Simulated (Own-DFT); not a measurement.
# One host, several defects: C40 NbSi2

Source: density functional calculations with Own-DFT, an unreviewed in-house program that is no longer used. Nothing was measured or relaxed, and spin and spin-orbit coupling are left out.

All runs used: PBEsol; PseudoDojo norm-conserving scalar-relativistic files, made for PBE; cutoff 42 hartree; 4 x 4 x 5 k mesh centred on Gamma; cold (Marzari-Vanderbilt) smearing of 0.2 eV.

Caveats: forces on such cells failed a check on a denser k mesh; stress not checked against mesh or cutoff.

All runs share one cell, with vectors in Å (0.000, 8.324, 0.000); (-9.613, 0.000, 0.000); (0.000, 0.000, 6.586) and a volume of 527.0 Å³. u is the rms random offset of the atoms per axis. The defect's site can differ from row to row.

| cell | formula | u (Å) | P (GPa) |
|---|---|---|---|
| no defect | Nb12Si24 | 0.0189 | -2.17 |
| no defect | Nb12Si24 | 0.0443 | -1.45 |
| no defect | Nb12Si24 | 0.0484 | -1.19 |
| two Nb vacancies | Nb10Si24 | 0.0272 | -3.28 |
| two Nb vacancies | Nb10Si24 | 0.0521 | -2.84 |
| two Nb vacancies | Nb10Si24 | 0.0522 | -2.49 |
| two Si on a Nb site each | Nb10Si26 | 0.0260 | -1.71 |
| two Si on a Nb site each | Nb10Si26 | 0.0289 | -1.70 |
| two Si on a Nb site each | Nb10Si26 | 0.0472 | ? |
| two Si on a Nb site each | Nb10Si26 | 0.0515 | -1.05 |
| two Nb on a Si site each | Nb14Si22 | 0.0297 | 3.49 |
| two Nb on a Si site each | Nb14Si22 | 0.0465 | 4.53 |
| two Nb on a Si site each | Nb14Si22 | 0.0495 | 4.35 |
| one Si vacancy | Nb12Si23 | 0.0274 | -2.56 |
| one Si vacancy | Nb12Si23 | 0.0295 | -2.64 |
| one Si vacancy | Nb12Si23 | 0.0565 | -1.49 |

## Analysis

P = P0 + c u² + a shift for each defect gives P0 = -2.27 GPa, c = 431 ± 48 GPa/Å² and a scatter of 0.17 GPa. The shifts, and each times the cell's volume:

- two Nb on a Si site each: 5.60 ± 0.14 GPa, 18.4 eV (9.2 eV for each of its 2 sites)
- two Si on a Nb site each: 0.18 ± 0.14 GPa, 0.6 eV (0.3 eV for each of its 2 sites) (not resolved)
- one Si vacancy: -0.65 ± 0.14 GPa, -2.1 eV
- two Nb vacancies: -1.49 ± 0.14 GPa, -4.9 eV (-2.4 eV for each of its 2 sites)

Against the defect-free cell, a freed cell would be larger where the shift is positive and smaller where it is negative (160.2 GPa Å³ is 1 eV). The atoms around the defects weren't relaxed, which would change these numbers.

## Check

The question: what pressure belongs in the blank (two Si on a Nb site each, u = 0.0472 Å)?

The fitted form gives -1.13 ± 0.20 GPa. The calculation gave -1.16 GPa.
